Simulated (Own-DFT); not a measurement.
## Calculated data, Al3GaN4 (wurtzite random alloy, strained, atoms displaced)

Computed with Own-DFT development build. A calculation, not a measurement: plane-wave density functional theory by an unreviewed code, no spin, of a simulated periodic cell, stress positive in tension, run twice, with PBE and with PBEsol, both on files made for PBE, so the change isn't that of files made for PBEsol, forces on such cells passed a denser k mesh, this cell's mesh not checked; the far tail of each file's local potential was reset to the Coulomb form; each entry is a single point on an unrelaxed cell, so the pressure reflects the starting lattice, mostly measured values (interpolated for alloys), from which strain is counted, and rises with the displacements; printed positions are rounded, which can move forces by about a meV/angstrom; the program, named Own-DFT, is a retired in-house code; no spin-orbit coupling; stress was not checked against mesh or cutoff.

## Al3GaN4 (wurtzite random alloy, strained, atoms displaced)

```xyz
72
Lattice="9.4172 0.0000 0.0000 -4.7086 8.1556 0.0000 0.0000 0.0000 10.0655" Properties=species:S:1:pos:R:3 Al3GaN4
Al    -0.0172     1.6894    10.0110
Al     1.5354     0.8658     2.6612
N      0.1062     1.7746     1.9821
N      1.6578     0.8996     4.4753
Al     0.0503     1.8373     5.0574
Al     1.6407     0.9404     7.5779
N     -0.0620     1.8577     6.9830
N      1.6330     0.7940     9.4222
Al    -1.6048     4.5753     0.0468
Al    -0.0483     3.5355     2.5757
N     -1.5923     4.5632     1.9240
N      0.0077     3.6942     4.4740
Al    -1.5165     4.5172     5.0422
Al    -0.0509     3.6569     7.5261
N     -1.5600     4.5063     6.9250
N      0.0813     3.6019     9.4335
Al    -3.1213     7.3634     9.9749
Al    -1.5604     6.3667     2.5026
N     -3.1953     7.1800     1.8857
N     -1.5312     6.4056     4.4078
Ga    -3.1482     7.1733     5.1440
Al    -1.6172     6.3449     7.6323
N     -3.0748     7.2943     6.9109
N     -1.5905     6.2209     9.4307
Al     3.1094     1.7605    10.0599
Al     4.6851     0.8903     2.4444
N      3.0906     1.7831     1.8966
N      4.6967     0.9132     4.4734
Al     3.2305     1.8146     4.9951
Al     4.7710     0.9168     7.5399
N      3.1525     1.8805     6.9696
N      4.7290     0.8337     9.5293
Al     1.6222     4.6022     0.0210
Ga     3.1082     3.6282     2.5269
N      1.5675     4.5793     1.9089
N      3.1000     3.6649     4.4357
Ga     1.5733     4.5426     4.9713
Al     3.2290     3.6436     7.5368
N      1.4917     4.6062     6.9384
N      3.1824     3.5938     9.4421
Al    -0.0486     7.1755    10.0353
Al     1.5576     6.2920     2.4773
N     -0.0701     7.1905     1.9250
N      1.5888     6.3158     4.3769
Ga     0.0265     7.2454     5.0641
Al     1.6257     6.3262     7.6338
N     -0.0202     7.2047     6.9937
N      1.6351     6.3620     9.4767
Al     6.2624     1.8405    10.0452
Al     7.7853     0.9224     2.4627
N      6.2788     1.7896     1.9251
N      7.8264     0.9082     4.3943
Ga     6.2282     1.8596     5.0256
Al     7.8420     0.7895     7.4526
N      6.2377     1.7614     6.9709
N      7.7828     0.9251     9.4638
Al     4.7158     4.5485    10.0235
Ga     6.2323     3.6231     2.4395
N      4.7560     4.5280     1.9945
N      6.3182     3.7682     4.4276
Al     4.7206     4.4886     5.0827
Al     6.3371     3.6289     7.5553
N      4.6850     4.5707     6.9516
N      6.3154     3.5916     9.3953
Ga     3.2448     7.2929    10.0399
Ga     4.7112     6.3596     2.4761
N      3.1181     7.2940     1.8718
N      4.7773     6.3703     4.4517
Ga     3.1712     7.2754     4.9764
Al     4.7596     6.3099     7.4360
N      3.1763     7.2652     6.9330
N      4.6980     6.3082     9.4742
```

```
functional                                        : PBE, then PBEsol
potential files                                   : PseudoDojo norm-conserving, scalar-relativistic, standard set
wave cutoff                                       : 42 hartree
occupations                                       : Fermi-Dirac
smearing width                                    : 0.1 eV
k mesh                                            : 4 x 4 x 3 centred on Gamma
PBE pressure                                      : 5.28 GPa
PBE stress xx                                     : -4.29 GPa
PBE stress yy                                     : -6.11 GPa
PBE stress zz                                     : -5.44 GPa
PBE stress yz                                     : 0.12 GPa
PBE stress xz                                     : 0.05 GPa
PBE stress xy                                     : -0.46 GPa
PBEsol pressure                                   : 2.17 GPa
PBEsol stress xx                                  : -1.17 GPa
PBEsol stress yy                                  : -3.07 GPa
PBEsol stress zz                                  : -2.27 GPa
PBEsol stress yz                                  : 0.13 GPa
PBEsol stress xz                                  : 0.06 GPa
PBEsol stress xy                                  : -0.49 GPa
rms change of force components from PBE to PBEsol : 0.067 eV/Å
```

Force:
```tsv
force element	PBE force x (eV/Å)	PBE force y (eV/Å)	PBE force z (eV/Å)	PBEsol force x (eV/Å)	PBEsol force y (eV/Å)	PBEsol force z (eV/Å)
Al	0.652	2.321	0.516	0.671	2.295	0.522
Al	1.108	-0.846	-1.71	1.11	-0.869	-1.711
N	-2.215	0.02	-1.202	-2.207	0.006	-1.209
N	-0.976	0.864	0.794	-0.966	0.711	0.873
Al	-0.386	-0.338	-0.052	-0.381	-0.345	-0.054
Al	-0.931	0.499	-1.612	-0.944	0.502	-1.628
N	1.012	-1.236	-0.409	1.006	-1.229	-0.385
N	-0.849	3.932	-0.714	-0.844	3.962	-0.721
Al	1.133	-2.585	-0.284	1.125	-2.611	-0.285
Al	0.526	1.597	-1.056	0.534	1.601	-1.054
N	1.194	-0.61	-0.209	1.046	-0.682	-0.137
N	-0.896	-2.36	-1.212	-0.703	-2.252	-1.139
Al	-0.683	1.714	-0.165	-0.67	1.729	-0.157
Al	1.351	-0.137	0.86	1.348	-0.139	0.842
N	-1.001	1.022	0.209	-0.995	1.039	0.207
N	-0.886	-0.025	0.973	-0.884	-0.018	0.976
Al	-0.434	-5.702	2.588	-0.439	-5.733	2.593
Al	-1.481	-0.587	0.835	-1.509	-0.592	0.837
N	2.474	2.263	-0.957	2.278	2.149	-0.894
N	-0.437	-1.798	-0.164	-0.422	-1.637	-0.037
Ga	1.699	1.107	-3.196	1.669	1.1	-3.12
Al	1.356	-0.6	-2.231	1.344	-0.607	-2.261
N	-0.725	-0.291	4.127	-0.728	-0.29	3.871
N	-0.279	2.63	0.825	-0.289	2.633	0.839
Al	0.973	0.857	0.134	0.964	0.867	0.118
Al	-0.197	-0.389	0.637	-0.186	-0.38	0.65
N	0.201	-0.71	0.206	0.182	-0.554	0.266
N	0.244	0.195	-2.029	0.423	0.094	-1.926
Al	-1.851	0.594	1.074	-1.856	0.606	1.085
Al	-1.947	-1.21	0.843	-1.971	-1.215	0.832
N	0.702	-0.858	-0.426	0.712	-0.86	-0.432
N	-0.632	0.656	-0.736	-0.626	0.648	-0.728
Al	-0.417	-1.679	-0.687	-0.391	-1.685	-0.685
Ga	0.392	-0.155	-0.588	0.378	-0.138	-0.558
N	-1.003	-1.249	-0.24	-0.875	-1.359	-0.168
N	2.419	-1.502	0.671	2.225	-1.393	0.555
Ga	-0.056	0.76	1.915	-0.061	0.752	1.875
Al	-2.503	0.189	0.437	-2.513	0.202	0.425
N	1.506	-1.056	0.676	1.504	-1.07	0.518
N	-0.171	0.198	0.505	-0.18	0.192	0.505
Al	1.086	0.25	0.42	1.082	0.239	0.415
Al	-0.038	1.707	0.272	-0.024	1.719	0.266
N	1.504	0.986	-1.038	1.513	0.981	-1.036
N	0.18	1.217	-0.734	0.176	1.185	-0.557
Ga	0.144	-0.379	0.095	0.131	-0.369	0.101
Al	-0.825	0.26	-1.427	-0.804	0.289	-1.453
N	0.46	0.719	1.252	0.462	0.702	1.09
N	-1.221	-0.166	0.293	-1.077	-0.064	0.362
Al	-0.227	-0.758	0.172	-0.238	-0.747	0.184
Al	1.616	-0.481	0.864	1.635	-0.468	0.857
N	-0.815	-0.174	-1.048	-0.828	0.009	-0.996
N	0.989	1.547	-0.274	0.861	1.441	-0.164
Ga	1.164	0.331	-0.153	1.138	0.286	-0.14
Al	-0.079	3.061	1.382	-0.083	3.071	1.374
N	1.528	1.204	0.204	1.547	1.225	0.045
N	1.031	0.51	-1.039	1.014	0.327	-0.997
Al	0.181	-0.908	0.773	0.186	-0.917	0.791
Ga	1.737	-0.273	1.664	1.69	-0.249	1.646
N	-2.44	0.328	-2.794	-2.379	0.319	-2.624
N	-0.577	-1.353	0.526	-0.578	-1.484	0.404
Al	-0.255	1.233	-1.385	-0.274	1.23	-1.392
Al	-0.5	-0.629	-0.8	-0.517	-0.63	-0.829
N	1.549	-1.011	-0.282	1.562	-1.022	-0.275
N	-0.575	0.832	1.38	-0.568	0.839	1.38
Ga	-1.674	-0.292	0.355	-1.649	-0.3	0.36
Ga	-0.904	-0.244	1.012	-0.859	-0.238	0.987
N	-0.694	-0.308	1.211	-0.546	-0.396	1.08
N	-1.534	-1.791	-0.023	-1.496	-1.619	-0.053
Ga	-0.479	-0.733	0.07	-0.472	-0.711	0.083
Al	-0.538	1.546	1.544	-0.53	1.567	1.53
N	-0.004	-2.042	0.373	-0.005	-2.078	0.204
N	2.222	0.314	-1.811	2.053	0.436	-1.747
```
